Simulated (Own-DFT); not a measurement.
# Shaking the atoms of 4H SiC, 128 atoms (C64Si64)

Calculated results; nothing here was measured. They come from Own-DFT, an in-house plane-wave density functional program, since retired, whose code no person has reviewed. Each row is one single-point run on a periodic cell that was not relaxed, without spin or spin-orbit coupling.

Settings of every run: PBE; PseudoDojo norm-conserving scalar-relativistic files; cutoff 42 hartree; 3 x 3 x 3 k mesh centred on Gamma; Fermi-Dirac smearing of 0.1 eV.

Known limits, some of them of some rows only: some atoms lie very close together; forces on such cells passed a denser k mesh, each cell not checked; stress not checked against mesh or cutoff.

Cell vectors in Å: (12.331, 0.000, 0.000); (-6.165, 10.679, 0.000); (0.000, 0.000, 10.068). In each run every atom was moved at random and independently from its ideal site; u is the rms move along one axis. E is the free energy for each atom above the fitted value at u = 0, and F the rms of the force components.

| run | u (Å) | E (meV/atom) | F (eV/Å) | largest force (eV/Å) | P (GPa) |
|---|---|---|---|---|---|
| 1 | 0.0295 | 33.7 | 0.817 | 2.92 | 3.66 |
| 2 | 0.0296 | 33.8 | 0.826 | 2.79 | 3.66 |
| 3 | 0.0300 | 36.4 | 0.880 | 3.74 | 3.82 |
| 4 | 0.0590 | 140.0 | 1.863 | 9.74 | 6.33 |
| 5 | 0.0633 | ? | ? | ? | ? |
| 6 | 0.1021 | 401.6 | 3.329 | 19.15 | 12.25 |
| 7 | 0.1081 | 463.0 | 4.042 | 21.85 | 14.69 |

## Worked fit

For small independent moves the energy grows as E = (3/2) K u², with K the mean stiffness felt by one atom. The runs with u up to 0.11 Å give K = 26.2 ± 0.4 eV/Å², with residuals divided by u² + 0.0006 Å², since the noise grows with the moves. The scatter is 2.3 meV/atom at u = 0.05 Å. The forces follow F = G u with G = 31.3 eV/Å²; no force at u = 0 is resolved. G exceeds K because the moves of its neighbours add to the force on an atom, and stiffness differs between atoms. The pressure follows P = 2.86 + 965 u² GPa: at fixed volume, shortened bonds push harder than stretched ones pull.

## Withheld run

Question: what energy and rms force should run 5 give?

The fit gives 158 ± 4 meV/atom and about 1.98 eV/Å. The calculation gave 160.4 meV/atom and 1.978 eV/Å.
